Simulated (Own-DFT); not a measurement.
# Response to strain: diamond silicon, 64 atoms (Si64)

These are calculations, not measurements. The program, named Own-DFT, is a retired in-house plane-wave density functional code that no person has reviewed. Each row is one single-point run on a periodic cell that was not relaxed, without spin or spin-orbit coupling.

Settings of every run: PBE; PseudoDojo norm-conserving scalar-relativistic files; cutoff 20 hartree; 3 x 3 x 3 k mesh centred on Gamma; Fermi-Dirac smearing of 0.1 eV.

Known limits: k mesh not checked against a denser one; stress not checked against mesh or cutoff.

Unstrained cell vectors in Å: (10.862, 0.000, 0.000); (0.000, 10.862, 0.000); (0.000, 0.000, 10.862). The unstrained cell has measured lattice constants (interpolated for alloys), not those of this functional. That, the random moves and any unrelaxed bonds set the pressure at no strain. Each run strains this cell uniformly, with the atoms carried along. Every atom was also moved at random, by a Gaussian of width 0.05 Å on each axis. Strain is the symmetric tensor, in per cent. Stress is positive in tension, and the pressure is minus a third of its trace.

| run | e_xx (%) | e_yy (%) | e_zz (%) | e_yz (%) | e_xz (%) | e_xy (%) | s_xx (GPa) | s_yy (GPa) | s_zz (GPa) | s_yz (GPa) | s_xz (GPa) | s_xy (GPa) | P (GPa) | E (meV/atom) |
|---|---|---|---|---|---|---|---|---|---|---|---|---|---|---|
| 1 | 0.45 | 1.98 | -1.30 | 1.07 | 0.05 | 0.25 | -1.43 | 0.04 | -2.87 | 2.06 | 0.40 | -0.23 | 1.42 | 0.0 |
| 2 | 1.44 | 0.20 | 0.58 | -1.04 | -1.68 | 0.94 | 0.11 | -1.06 | -0.73 | -0.54 | -2.98 | 1.78 | 0.56 | 13.2 |
| 3 | 0.15 | -1.20 | -1.65 | -0.27 | 1.26 | 1.67 | -4.76 | -5.94 | -6.33 | -1.11 | 2.64 | 3.48 | 5.68 | 37.2 |
| 4 | -1.45 | -0.31 | 1.84 | -0.21 | 1.44 | -1.94 | -4.03 | -3.07 | -0.88 | -0.98 | 2.67 | -3.95 | 2.66 | 16.8 |
| 5 | -0.53 | -1.47 | 0.42 | 1.90 | -1.99 | -0.52 | -4.54 | -5.21 | -3.57 | 3.19 | -4.27 | -1.26 | 4.44 | 30.4 |
| 6 | -1.48 | 0.93 | -0.14 | -1.45 | 0.81 | 1.29 | -4.43 | -2.33 | -3.24 | -2.77 | 1.44 | 2.60 | 3.33 | 12.9 |
| 7 | 1.09 | 1.79 | 1.90 | 1.40 | -1.23 | -1.88 | 0.82 | 1.56 | 1.60 | 3.14 | -1.94 | -2.41 | -1.33 | 25.1 |
| 8 | 0.06 | 0.19 | 1.95 | -1.23 | 0.42 | -0.02 | -1.04 | -1.05 | 0.63 | -3.21 | 0.02 | 1.14 | 0.49 | 0.3 |
| 9 | 1.70 | -1.29 | -0.78 | 1.13 | 0.33 | 1.18 | -1.22 | -4.01 | -3.75 | 2.74 | 0.46 | 2.36 | 2.99 | 14.0 |
| 10 | -0.51 | -1.46 | 1.31 | 1.86 | 1.36 | -1.69 | -4.20 | -5.02 | -2.27 | 4.47 | 3.64 | -4.44 | 3.83 | 42.7 |
| 11 | 0.78 | -1.24 | 0.83 | 0.64 | 1.53 | 1.94 | -1.89 | -3.59 | -1.64 | 0.29 | 2.62 | 4.21 | 2.37 | 15.4 |
| 12 | -1.34 | -1.86 | -0.41 | -1.36 | 1.90 | -1.45 | -7.00 | -7.34 | -6.09 | -2.52 | 4.09 | -4.56 | 6.81 | 45.1 |
| 13 | 1.85 | -1.47 | -1.91 | 0.56 | 1.87 | 1.47 | -1.96 | -5.38 | -5.61 | 0.83 | 4.00 | 3.61 | 4.32 | 28.0 |
| 14 | 0.53 | 0.46 | -0.31 | -0.04 | -1.98 | -1.64 | -1.72 | -1.85 | -2.63 | -0.71 | -4.03 | -3.47 | 2.07 | 15.9 |
| 15 | -1.09 | -0.50 | -1.98 | -0.17 | 1.78 | -1.62 | -6.60 | -6.01 | -7.08 | -0.91 | 4.17 | -2.43 | 6.56 | 42.7 |
| 16 | 1.62 | -1.56 | 0.53 | 1.39 | 1.13 | -1.24 | -0.94 | -3.81 | -1.95 | 3.69 | 2.88 | -3.23 | 2.23 | 15.8 |
| 17 | -1.47 | -0.43 | -0.37 | -1.01 | -1.68 | -0.75 | -5.67 | -4.80 | -4.81 | -1.58 | -3.50 | -2.28 | 5.09 | 27.5 |
| 18 | 1.63 | -0.86 | 0.20 | -0.24 | -1.68 | -1.50 | ? | ? | ? | ? | ? | ? | ? | ? |

E is the free energy for each atom above the lowest run shown.

## Worked fit

Each stress component was fitted by least squares to a constant and the strains of the runs shown, as fractions, with shears doubled. Shear strains stay in the fit of a normal stress only where such slopes are resolved. The slopes, in GPa:

| stress | at no strain | per e_xx | per e_yy | per e_zz | scatter |
|---|---|---|---|---|---|
| s_xx | -2.9 | 166 ± 6 | 73 ± 6 | 65 ± 6 | 0.30 |
| s_yy | -2.9 | 72 ± 5 | 163 ± 5 | 67 ± 5 | 0.24 |
| s_zz | -2.8 | 69 ± 5 | 73 ± 5 | 157 ± 5 | 0.25 |

Each shear stress against twice its own strain: yz 93 ± 11, xz 104 ± 4, xy 105 ± 10 GPa. These are stiffnesses along x, y and z of the frame in which the cell vectors are given, which need not be the crystal's axes. The atoms are held to the strained lattice; where symmetry lets them move under strain, relaxing them would lower some slopes. The table should be nearly symmetric about its diagonal, and what it lacks of that shows the noise. A ninth of its sum, 100 ± 3 GPa, estimates the bulk modulus near the mean pressure of these runs, 3.1 GPa, so it lies above the value at zero pressure.

## Withheld run

Question: what normal stresses and pressure should run 18 give?

The fit gives s_xx = -0.6, s_yy = -3.0, s_zz = -2.0 and P = 1.9 GPa. The calculation gave -0.51, -2.61, -1.80 and P = 1.64 GPa.
